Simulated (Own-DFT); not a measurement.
# Slab less bulk: wurtzite GaN, m plane (10-10)

The numbers are computed, not measured, by runs of the plane-wave DFT program Own-DFT (in-house, retired, unreviewed) at fixed positions, with no spin and no spin-orbit coupling.

Caveats (not all hold for every row): k mesh not checked against a denser one; forces on such cells passed a denser k mesh, each cell not checked.

Both sets of runs: PBE; PseudoDojo norm-conserving scalar-relativistic files (stringent for Ga); cutoff 96 hartree; Gaussian smearing of 0.01 eV. The slab has 64 atoms in 16 layers, two equal faces of 33.07 Å² as cut, 15 Å of vacuum, a dipole correction along the normal and a 6 x 6 x 1 mesh. The bulk cell has 96 atoms, the same measured lattice constants and a 3 x 4 x 3 mesh. In the slab only the 16 atoms nearest the faces were moved at random; u is their rms move along one axis. Energies are counted from -3520.29 eV for each atom.

| slab run | u (Å) | E (eV, cell) |
|---|---|---|
| 1 | 0.0449 | 8.333 |
| 2 | 0.0457 | 8.088 |
| 3 | 0.0489 | 9.172 |
| 4 | 0.0505 | 8.971 |
| 5 | 0.0511 | 8.759 |
| 6 | 0.0598 | 8.786 |
| 7 | 0.0932 | 10.718 |
| 8 | 0.0966 | 11.961 |
| 9 | 0.1001 | 12.199 |
| 10 | 0.1022 | 11.613 |
| 11 | 0.1067 | 12.987 |
| 12 | 0.1126 | 13.965 |

```
bulk run,u (Å),E (meV/atom)
1,0.0204,2.19
2,0.0204,2.52
3,0.0209,2.78
4,0.0212,3.00
5,0.0213,3.09
6,0.0472,50.87
7,0.0499,54.59
8,0.0499,60.20
9,0.0510,65.38
10,0.0510,63.53
```

Question: what is the energy of the unrelaxed surface?

## Worked answer

Take each set to u = 0 with E = a + b u². Rows are weighted down as u grows, with residuals divided by u² + 0.0006 Å². Slab: a = 7.54 ± 0.19 eV. Bulk: a = -9.2 ± 0.4 meV/atom. The excess is 7.54 - 64 x (-0.0092) = 8.13 ± 0.20 eV. Over two faces that is 123 meV/Å², or 1.97 ± 0.05 J/m². Relaxing the faces would lower the energy, and the unlike meshes and the reach from the smallest u down to zero add errors that aren't counted here.
